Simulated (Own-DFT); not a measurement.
# Response to strain: wurtzite GaN, 96 atoms (Ga48N48)

Calculated results; nothing here was measured. The program, named Own-DFT, is a retired in-house plane-wave density functional code that no person has reviewed. Each row is one single-point run on a periodic cell that was not relaxed, without spin or spin-orbit coupling.

Settings of every run: PBE; PseudoDojo norm-conserving scalar-relativistic files (stringent for Ga); cutoff 96 hartree; 3 x 4 x 3 k mesh centred on Gamma; Gaussian smearing of 0.01 eV.

Known limits: forces on such cells passed a denser k mesh, each cell not checked; stress not checked against mesh or cutoff.

Unstrained cell vectors in Å: (12.756, 0.000, 0.000); (-4.784, 8.285, 0.000); (0.000, 0.000, 10.370). The unstrained cell has measured lattice constants (interpolated for alloys), not those of this functional. That, the random moves and any unrelaxed bonds set the pressure at no strain. Each run strains this cell uniformly, with the atoms carried along. Every atom was also moved at random, by a Gaussian of width 0.05 Å on each axis. Strain is the symmetric tensor, in per cent. Stress is positive in tension, and the pressure is minus a third of its trace.

| run | e_xx (%) | e_yy (%) | e_zz (%) | e_yz (%) | e_xz (%) | e_xy (%) | s_xx (GPa) | s_yy (GPa) | s_zz (GPa) | s_yz (GPa) | s_xz (GPa) | s_xy (GPa) | P (GPa) | E (meV/atom) |
|---|---|---|---|---|---|---|---|---|---|---|---|---|---|---|
| 1 | 0.34 | 1.03 | 1.88 | 0.14 | -1.58 | 1.05 | -3.15 | -2.54 | 1.90 | 0.53 | -3.93 | 3.62 | 1.26 | 8.1 |
| 2 | -1.60 | 0.08 | -1.49 | -1.09 | 2.00 | -1.38 | -15.09 | -8.91 | -17.63 | -2.58 | 3.80 | -5.48 | 13.88 | 51.6 |
| 3 | 1.97 | -1.33 | -1.24 | -1.42 | 0.68 | -1.30 | -0.63 | -13.00 | -13.10 | -2.77 | 1.93 | -3.48 | 8.91 | 36.5 |
| 4 | 1.42 | -0.06 | -0.84 | 1.21 | -1.78 | -0.57 | -2.52 | -6.25 | -10.23 | 2.17 | -3.67 | -1.91 | 6.33 | 27.8 |
| 5 | -0.94 | -0.21 | -1.00 | 0.32 | -1.94 | -0.78 | -11.78 | -9.11 | -15.85 | -0.03 | -4.06 | -2.86 | 12.25 | 46.9 |
| 6 | -0.06 | 0.60 | 0.44 | 1.68 | 1.08 | -0.79 | -6.38 | -5.38 | -4.36 | 3.56 | 1.75 | -2.80 | 5.37 | 18.9 |
| 7 | -1.98 | 1.74 | -1.39 | -1.44 | -0.74 | -1.34 | -15.75 | -3.12 | -12.09 | -2.74 | -1.88 | -2.85 | 10.32 | 28.5 |
| 8 | -0.83 | 0.99 | 1.39 | 1.49 | 1.10 | -0.92 | -8.43 | -3.46 | -1.15 | 2.87 | 2.48 | -2.46 | 4.35 | 17.7 |
| 9 | -0.27 | 1.55 | 0.85 | 1.20 | 0.13 | -1.98 | -6.95 | -1.15 | -2.40 | 2.29 | -0.13 | -5.72 | 3.50 | 23.7 |
| 10 | 1.22 | 1.28 | 1.89 | 0.02 | 1.42 | -1.87 | -0.21 | 1.32 | 1.51 | 0.29 | 2.47 | -5.66 | -0.87 | 0.0 |
| 11 | -1.20 | -1.04 | -1.68 | -1.12 | -1.19 | -0.98 | -14.28 | -15.40 | -17.98 | -2.63 | -1.51 | -2.66 | 15.89 | 55.7 |
| 12 | 1.99 | 1.66 | -0.61 | 1.33 | -0.65 | -1.70 | 1.62 | 0.28 | -7.83 | 2.81 | -0.84 | -4.98 | 1.98 | 18.5 |
| 13 | 0.27 | -0.88 | -1.23 | -0.52 | 1.12 | 0.96 | -7.97 | -12.69 | -12.69 | -2.24 | 2.70 | 3.94 | 11.12 | 29.9 |
| 14 | -0.54 | 1.96 | -0.24 | -0.54 | -0.21 | 0.23 | -6.38 | 0.02 | -7.37 | -0.77 | -0.74 | 0.47 | 4.58 | 5.2 |
| 15 | -0.33 | 1.82 | -1.30 | -0.80 | 1.67 | -1.89 | -8.93 | -1.78 | -11.36 | -1.87 | 3.48 | -6.27 | 7.36 | 33.8 |
| 16 | 0.44 | 1.03 | 0.59 | -1.56 | 1.61 | -1.50 | -3.02 | -2.29 | -3.81 | -2.35 | 2.82 | -4.48 | 3.04 | 7.7 |
| 17 | 1.75 | -1.15 | -1.24 | -1.64 | -1.34 | 1.67 | ? | ? | ? | ? | ? | ? | ? | ? |

E is the free energy for each atom above the lowest run shown.

## Worked fit

Each stress component was fitted by least squares to a constant and the strains of the runs shown, as fractions, with shears doubled. Shear strains stay in the fit of a normal stress only where such slopes are resolved. The slopes, in GPa:

| stress | at no strain | per e_xx | per e_yy | per e_zz | scatter |
|---|---|---|---|---|---|
| s_xx | -7.1 | 409 ± 16 | 70 ± 20 | 93 ± 18 | 0.72 |
| s_yy | -7.8 | 89 ± 18 | 427 ± 22 | 73 ± 20 | 0.81 |
| s_zz | -8.2 | 88 ± 28 | 132 ± 34 | 431 ± 30 | 1.23 |

Each shear stress against twice its own strain: yz 90 ± 5, xz 102 ± 4, xy 157 ± 11 GPa. These are stiffnesses along x, y and z of the frame in which the cell vectors are given, which need not be the crystal's axes. The atoms are held to the strained lattice; where symmetry lets them move under strain, relaxing them would lower some slopes. The table should be nearly symmetric about its diagonal, and what it lacks of that shows the noise. A ninth of its sum, 201 ± 4 GPa, estimates the bulk modulus near the mean pressure of these runs, 6.8 GPa, so it lies above the value at zero pressure.

## Withheld run

Question: what normal stresses and pressure should run 17 give?

The fit gives s_xx = -1.9, s_yy = -12.0, s_zz = -13.5 and P = 9.1 GPa. The calculation gave -1.88, -11.97, -12.53 and P = 8.79 GPa.
